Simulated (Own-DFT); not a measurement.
Simulation results for Hf36O71 (tetragonal hafnia with one neutral oxygen vacancy, atoms displaced)

A calculation, not a measurement: plane-wave PBE and HSE06 DFT by an unreviewed code, no spin, of a simulated cell at Gamma alone, so results move with cell size and shape, stress positive in tension, energies less offsets, not probed for a lower state with spin; hafnium file: forces about 75 meV/angstrom off all-electron values; oxygen file: force components 24 meV/angstrom off all-electron in a glass; k mesh not checked against a denser one; forces and stress are PBE's, HSE06 gives the energy alone, and its difference from PBE has offsets of its own; offsets are fitted by least squares, one for each functional and potential file, so energies compare only between cells with the same atoms and settings and are not formation energies; the far tail of each file's local potential was reset to the Coulomb form; each entry is a single point on an unrelaxed cell, so the pressure reflects the starting lattice, taken from the Materials Project, from which strain is counted, and rises with the displacements; printed positions are rounded, which can move forces by about a meV/angstrom; the program is a retired in-house code; no spin-orbit coupling. Program: Own-DFT development build.

Common to all runs: first functional PBE; second functional HSE06; exact exchange share 0.25; screening 0.11 1/bohr; exchange divergence Gygi-Baldereschi; potential files PseudoDojo norm-conserving, scalar-relativistic, made for PBE, standard set; wave cutoff 48 hartree; occupations fixed; k mesh 1 x 1 x 1 centred on Gamma.

(1) Hf36O71 (tetragonal hafnia with one neutral oxygen vacancy, atoms displaced)

```
CELL_PARAMETERS angstrom
10.78000 0.00000 0.00000
0.00000 10.78000 0.00000
0.00000 0.00000 10.44930
ATOMIC_POSITIONS crystal
Hf 0.01112 0.99851 0.00470
Hf 0.17607 0.16124 0.26072
O 0.01763 0.16402 0.14947
O 0.17296 0.00243 0.34852
O 0.00847 0.16531 0.40340
O 0.15616 0.00119 0.09725
Hf 0.00236 0.99480 0.50394
Hf 0.16078 0.15153 0.74388
O 0.00519 0.16961 0.64928
O 0.16573 0.99979 0.85281
O 0.00685 0.16486 0.90119
O 0.16625 0.99588 0.59799
Hf 0.01351 0.33540 0.98843
Hf 0.16338 0.50171 0.25920
O 0.00158 0.50355 0.14963
O 0.98853 0.49992 0.41258
O 0.16205 0.33808 0.10160
Hf 0.99690 0.33942 0.49849
Hf 0.16547 0.49348 0.75756
O 0.00151 0.49261 0.65580
O 0.16878 0.32497 0.85267
O 0.99310 0.49367 0.90954
O 0.15900 0.33073 0.60647
Hf 0.99776 0.65565 0.99345
Hf 0.16706 0.83759 0.23592
O 0.99257 0.84495 0.16114
O 0.15390 0.66266 0.35832
O 0.98737 0.83048 0.40288
O 0.18078 0.67067 0.10358
Hf 0.00298 0.67270 0.49341
Hf 0.17113 0.83292 0.75859
O 0.99887 0.83246 0.64600
O 0.17302 0.65532 0.82882
O 0.99602 0.84496 0.90806
O 0.16237 0.66263 0.59871
Hf 0.34340 0.00079 0.98482
Hf 0.49380 0.16910 0.25289
O 0.33622 0.17494 0.14177
O 0.50710 0.00706 0.35622
O 0.31801 0.16968 0.41688
O 0.49343 0.98984 0.08881
Hf 0.31023 0.99214 0.51223
Hf 0.49850 0.15794 0.74995
O 0.32438 0.16291 0.63871
O 0.49449 0.98815 0.85361
O 0.33652 0.17187 0.90151
O 0.51230 0.98838 0.59634
Hf 0.34345 0.33812 0.98828
Hf 0.49292 0.50360 0.25831
O 0.33605 0.50085 0.15680
O 0.50300 0.32414 0.34453
O 0.32556 0.49907 0.40158
O 0.51070 0.33127 0.09682
Hf 0.33283 0.32763 0.50067
Hf 0.50632 0.49505 0.75354
O 0.33250 0.50635 0.66115
O 0.49298 0.32686 0.83762
O 0.34490 0.50384 0.91019
O 0.50708 0.32495 0.57500
Hf 0.33764 0.67500 0.99966
Hf 0.49034 0.83249 0.25794
O 0.31337 0.82799 0.14831
O 0.49066 0.66323 0.34910
O 0.33807 0.81635 0.39892
O 0.50038 0.66671 0.10501
Hf 0.33782 0.67015 0.49896
Hf 0.51261 0.83466 0.75631
O 0.32417 0.82786 0.65598
O 0.50110 0.67089 0.84630
O 0.32700 0.83071 0.89855
O 0.51738 0.66445 0.58514
Hf 0.66266 0.99953 0.00368
Hf 0.83578 0.15468 0.25584
O 0.66054 0.16791 0.15652
O 0.83898 0.99801 0.34370
O 0.66967 0.16774 0.40784
O 0.83494 0.99925 0.09964
Hf 0.68457 0.99534 0.50778
Hf 0.82272 0.16717 0.74745
O 0.67131 0.16880 0.65527
O 0.84682 0.99087 0.84160
O 0.67079 0.16853 0.89698
O 0.83506 0.99462 0.60120
Hf 0.66827 0.33840 0.98855
Hf 0.83925 0.50161 0.25763
O 0.66676 0.49783 0.14874
O 0.82456 0.34129 0.34273
O 0.65759 0.47981 0.39239
O 0.82806 0.32179 0.10081
Hf 0.65888 0.33279 0.49800
Hf 0.83970 0.50507 0.74447
O 0.66881 0.49641 0.64799
O 0.82739 0.33260 0.85588
O 0.68370 0.49016 0.91022
O 0.83960 0.33906 0.59076
Hf 0.66199 0.66776 0.00524
Hf 0.83058 0.82654 0.25996
O 0.67113 0.83734 0.13614
O 0.82150 0.66836 0.33530
O 0.67506 0.84236 0.39460
O 0.82608 0.66279 0.09082
Hf 0.67494 0.66586 0.50118
Hf 0.82542 0.83389 0.74179
O 0.66847 0.82625 0.66276
O 0.85283 0.67164 0.85055
O 0.66853 0.83719 0.90122
O 0.82193 0.67029 0.60473
```

* PBE energy of cell above offsets: -86.561 eV
* HSE06 less PBE above offsets: 0.604 eV
* PBE pressure: 6.14 GPa
* PBE stress xx: -4.9 GPa
* PBE stress yy: -7.75 GPa
* PBE stress zz: -5.77 GPa
* PBE stress yz: 0.88 GPa
* PBE stress xz: 0.08 GPa
* PBE stress xy: -0.07 GPa

Force:
```csv
element,x (eV/Å),y (eV/Å),z (eV/Å)
Hf,-4.975,1.987,-0.736
Hf,-1.617,3.379,-2.866
O,-1.612,0.065,1.748
O,0.3,-3.103,1.677
O,-0.26,-0.139,0.317
O,5.891,-1.13,1.995
Hf,-1.598,0.806,-1.178
Hf,-0.941,3.403,1.389
O,-1.666,-1.458,-0.121
O,1.145,-0.658,-0.726
O,0.004,0.076,-0.711
O,-3.748,-0.132,2.89
Hf,-1.846,-4.39,3.717
Hf,1.322,-1.593,-1.688
O,-0.016,1.002,0.804
O,0.153,1.539,-1.553
O,1.871,0.832,-0.13
Hf,0.98,-2.167,0.439
Hf,0.443,-2.012,-2.814
O,-0.031,0.789,0.371
O,0.439,0.884,-0.371
O,0.637,1.784,-2.598
O,1.676,0.534,-1.272
Hf,-1.051,2.536,1.799
Hf,-4.048,-0.732,1.802
O,1.186,-1.257,-0.16
O,-0.027,1.309,-0.955
O,0.191,1.088,-0.037
O,-2.686,-0.57,-1.183
Hf,1.551,-0.717,2.308
Hf,-2.549,-1.628,-0.151
O,0.599,0.192,0.355
O,-0.574,2.54,3.174
O,1.917,-3.826,-0.579
O,0.188,0.351,-1.044
Hf,-2.537,1.146,1.972
Hf,1.943,-0.484,-1.493
O,-0.53,-1.012,1.279
O,-1.413,-1.664,-1.612
O,-0.076,-1.889,-2.067
O,0.039,-0.424,1.326
Hf,7.204,0.572,-3.731
Hf,0.138,-0.148,-1.003
O,1.817,-0.927,2.132
O,-0.142,2.54,-0.528
O,0.819,-2.023,-1.565
O,-1.37,0.341,1.444
Hf,-0.911,-0.712,4.06
Hf,1.908,-2.443,-2.053
O,-0.96,-0.204,0.159
O,-1.43,1.306,0.486
O,0.254,-0.123,0.69
O,-2.166,0.373,-1.307
Hf,-1.746,1.864,0.459
Hf,-1.032,1.477,-1.075
O,1.653,-0.654,0.054
O,0.442,0.609,-0.4
O,0.055,0.495,-0.891
O,-4.441,-0.046,4.235
Hf,-0.16,-2.013,1.185
Hf,1.181,1.273,-0.739
O,6.024,1.171,-1.087
O,0.865,1.419,0.141
O,-0.584,3.919,-0.861
O,-0.74,0.963,-0.305
Hf,-0.842,-3.246,2.122
Hf,-1.427,-0.951,-1.478
O,2.06,0.615,-0.981
O,0.55,-1.355,0.152
O,-0.045,0.517,-0.241
O,-2.814,0.334,1.452
Hf,2.911,0.636,1.591
Hf,-0.111,3.843,-3.46
O,-0.107,-1.881,0.361
O,0.115,-0.831,2.494
O,1.089,-1.69,0.413
O,-0.842,1.145,-0.468
Hf,-4.329,2.127,-3.193
Hf,3.551,0.417,2.958
O,-2.326,-0.479,-0.705
O,-1.735,2.052,-0.747
O,-1.128,-1.853,-0.597
O,1.692,0.201,0.359
Hf,2.154,-3.451,5.272
Hf,-1.812,-2.781,-3.481
O,-0.487,1.215,0.84
O,1.463,-2.163,0.738
O,0.037,4.524,0.707
O,1.131,0.424,-1.026
Hf,5.152,-0.777,-2.103
Hf,-0.792,-1.383,1.197
O,-0.262,-0.028,0.836
O,1.005,-0.222,-2.742
O,-1.45,5.465,-3.305
O,-1.765,-0.524,1.272
Hf,1.012,-0.511,0.859
Hf,-0.244,3.248,-4.159
O,-1.299,-0.585,1.968
O,-0.146,-1.958,3.134
O,-0.738,-1.767,1.123
O,1.889,0.244,0.14
Hf,-0.958,-1.299,-2.396
Hf,4.425,0.081,3.584
O,-1.177,0.389,-2.749
O,-0.607,-0.742,-1.156
O,-0.553,-0.681,-0.995
O,2.399,-0.605,-0.399
```

(2) Hf36O71 (tetragonal hafnia with one neutral oxygen vacancy, atoms displaced)

```
CELL_PARAMETERS angstrom
10.78000 0.00000 0.00000
0.00000 10.78000 0.00000
0.00000 0.00000 10.44930
ATOMIC_POSITIONS crystal
Hf 0.00081 0.99356 0.99735
Hf 0.16851 0.17545 0.24205
O 0.00406 0.16398 0.15678
O 0.17171 0.00264 0.34402
O 0.00444 0.16806 0.40223
O 0.16936 0.99947 0.10437
Hf 0.99953 0.00558 0.50266
Hf 0.16627 0.17126 0.75067
O 0.99316 0.16112 0.65705
O 0.17635 0.00811 0.84982
O 0.99832 0.15538 0.90242
O 0.17032 0.99889 0.59563
Hf 0.00013 0.33444 0.00181
Hf 0.16127 0.49692 0.25387
O 0.00221 0.50222 0.15902
O 0.16762 0.33135 0.34902
O 0.00548 0.49716 0.40930
O 0.16799 0.33642 0.09148
Hf 0.00122 0.32738 0.50552
Hf 0.16130 0.50818 0.73904
O 0.00116 0.49908 0.64667
O 0.16411 0.33378 0.84788
O 0.00331 0.49887 0.90792
O 0.16173 0.33273 0.59865
Hf 0.00115 0.67218 0.00122
Hf 0.16847 0.83662 0.25285
O 0.00655 0.83637 0.15767
O 0.99913 0.83909 0.40777
O 0.15976 0.66404 0.10419
Hf 0.00441 0.66620 0.49392
Hf 0.16091 0.82657 0.74013
O 0.00439 0.83566 0.64257
O 0.16617 0.67155 0.83945
O 0.00840 0.83429 0.90184
O 0.16329 0.66565 0.58832
Hf 0.32628 0.00487 0.00943
Hf 0.50207 0.16897 0.25397
O 0.34095 0.16468 0.15087
O 0.50166 0.00195 0.33868
O 0.32875 0.17347 0.40963
O 0.49883 0.00214 0.09964
Hf 0.33028 0.00483 0.49467
Hf 0.50258 0.15929 0.75199
O 0.32679 0.17109 0.65285
O 0.50840 0.99567 0.85320
O 0.33796 0.15611 0.91020
O 0.49441 0.00488 0.60029
Hf 0.33410 0.34083 0.00762
Hf 0.50398 0.49854 0.24720
O 0.32918 0.49614 0.15597
O 0.50084 0.33241 0.35583
O 0.33494 0.50029 0.41118
O 0.50311 0.33098 0.09535
Hf 0.33142 0.33375 0.50026
Hf 0.49917 0.50097 0.74697
O 0.33453 0.49763 0.65114
O 0.50313 0.33822 0.85230
O 0.33228 0.49207 0.90048
O 0.50277 0.32691 0.59439
Hf 0.33609 0.65785 0.99724
Hf 0.49586 0.83210 0.25326
O 0.32851 0.82960 0.15469
O 0.49453 0.67157 0.34487
O 0.33192 0.82369 0.39940
O 0.50196 0.67449 0.09734
Hf 0.33644 0.66788 0.50405
Hf 0.50037 0.83861 0.75357
O 0.33660 0.83289 0.65552
O 0.49478 0.66801 0.84839
O 0.33217 0.83558 0.89441
O 0.50124 0.65991 0.59982
Hf 0.66357 0.00847 0.00442
Hf 0.83301 0.16850 0.25300
O 0.66640 0.17468 0.15903
O 0.83814 0.00695 0.34186
O 0.66292 0.17542 0.39313
O 0.83113 0.00097 0.10173
Hf 0.65940 0.98917 0.49710
Hf 0.84602 0.16971 0.75832
O 0.67240 0.16371 0.64629
O 0.83530 0.99454 0.85142
O 0.66870 0.16919 0.90440
O 0.84164 0.00410 0.60216
Hf 0.66019 0.33002 0.99893
Hf 0.82629 0.49137 0.24487
O 0.65414 0.50668 0.14704
O 0.83364 0.33720 0.34581
O 0.66955 0.50347 0.40727
O 0.84273 0.34251 0.09762
Hf 0.67838 0.33361 0.49372
Hf 0.83415 0.50006 0.75754
O 0.66920 0.51001 0.64909
O 0.82870 0.33294 0.84681
O 0.67196 0.49637 0.90028
O 0.81943 0.33058 0.60734
Hf 0.66372 0.66557 0.99664
Hf 0.82592 0.83051 0.24789
O 0.67646 0.82720 0.14962
O 0.82684 0.66327 0.35051
O 0.66582 0.83047 0.39970
O 0.83069 0.66660 0.10037
Hf 0.66942 0.66783 0.50520
Hf 0.83034 0.84235 0.75590
O 0.66490 0.83853 0.64814
O 0.82477 0.66540 0.85230
O 0.67070 0.83528 0.91335
O 0.82870 0.66448 0.60272
```

- PBE energy of cell above offsets: -96.261 eV
- HSE06 less PBE above offsets: 0.133 eV
- PBE pressure: 2.54 GPa
- PBE stress xx: -2.04 GPa
- PBE stress yy: -2.69 GPa
- PBE stress zz: -2.88 GPa
- PBE stress yz: 0.14 GPa
- PBE stress xz: -0.34 GPa
- PBE stress xy: 0.17 GPa

Force:
```csv
element,x (eV/Å),y (eV/Å),z (eV/Å)
Hf,0.323,0.618,1.779
Hf,0.353,-1.732,1.007
O,-0.734,0.645,-0.643
O,0.496,0.64,0.334
O,-0.331,0.556,0.263
O,-1.261,0.303,-0.393
Hf,0.3,-1.352,-0.588
Hf,0.688,-0.776,0.672
O,2.612,0.995,-1.253
O,-1.166,-1.235,-0.427
O,-0.437,2.002,0.223
O,-0.345,0.239,-0.159
Hf,0.817,-0.469,-0.854
Hf,-0.013,1.733,0.802
O,-0.973,-0.52,-0.177
O,-0.073,0.41,-0.206
O,0.285,-0.562,-0.643
O,-0.537,-0.637,1.213
Hf,-0.682,1.14,-0.32
Hf,0.852,-1.626,1.076
O,-0.947,-0.046,0.965
O,-0.155,0.176,-0.369
O,-0.29,0.815,-0.558
O,0.121,-0.051,0.047
Hf,-0.571,-0.897,1.2
Hf,-0.461,-0.788,0.485
O,-1.671,-0.143,-0.954
O,0.365,-0.605,-0.551
O,1.367,-0.2,-0.956
Hf,-2.306,0.763,-0.494
Hf,1.929,2.834,0.805
O,-1.389,-0.305,1.446
O,-0.087,-1.745,0.705
O,-0.442,-0.508,-0.755
O,1.178,-0.049,0.908
Hf,0.75,-2.06,-1.334
Hf,0.23,0.715,-0.023
O,-1.303,0.663,0.762
O,-0.095,-0.508,1.946
O,0.498,-1.47,-1.282
O,0.773,-0.3,0.054
Hf,-0.924,-0.455,0.473
Hf,0.208,1.554,-1.093
O,1.1,-0.155,0.519
O,0.49,0.864,-0.518
O,0.496,3.058,-0.951
O,0.373,-0.217,-0.564
Hf,0.461,-1.967,-1.538
Hf,-1.88,0.309,2.265
O,1.154,0.045,-0.511
O,-0.501,1.039,-1.766
O,-0.537,0.521,-0.902
O,-0.92,0.432,1.217
Hf,1.395,0.613,1.239
Hf,1.053,-0.543,-0.663
O,-0.944,0.228,0.561
O,0.051,-1.125,-0.366
O,-0.029,1.681,0.162
O,0.01,0.424,0.457
Hf,-0.375,2.373,0.12
Hf,0.049,-0.437,-1.844
O,0.925,0.011,-0.206
O,0.407,-1.568,0.223
O,-0.177,1.896,0.295
O,-1.286,-0.43,-0.198
Hf,0.609,-0.698,-0.509
Hf,-1.32,-0.787,0.408
O,-0.393,-0.476,-0.936
O,0.36,-0.537,0.198
O,0.255,-0.719,1.657
O,-0.123,0.569,-0.13
Hf,-0.075,-1.473,0.361
Hf,0.362,-0.855,-0.487
O,0.496,-0.041,-1.44
O,-0.706,-1.031,1.052
O,0.609,-1.963,0.664
O,0.368,0.383,-0.796
Hf,1.253,2.69,1.165
Hf,-3.47,-0.893,-0.661
O,-0.752,-0.852,1.392
O,-0.004,1.425,0.611
O,-0.195,-0.5,-0.211
O,-1.822,-1.024,-0.414
Hf,0.98,0.884,-0.788
Hf,0.628,2.787,0.021
O,2.225,-0.714,-0.052
O,0.073,-0.764,0.878
O,-0.42,-0.489,-1.497
O,-2.134,-0.196,0.293
Hf,-3.146,-0.227,1.133
Hf,-1.152,0.818,-1.36
O,-0.409,-0.625,1.174
O,1.085,0.014,0.956
O,-0.283,0.274,0.293
O,3.636,0.242,-0.134
Hf,1.024,0.297,0.266
Hf,2.269,-0.178,0.76
O,-2.766,0.493,0.341
O,0.559,0.081,-0.536
O,-0.053,0.735,-0.221
O,0.931,-0.316,-0.474
Hf,0.629,-1.258,0.154
Hf,0.166,-2.089,-1.758
O,0.233,0.48,0.303
O,0.906,0.931,-0.302
O,-0.078,0.225,-1.357
O,1.378,0.56,-0.183
```
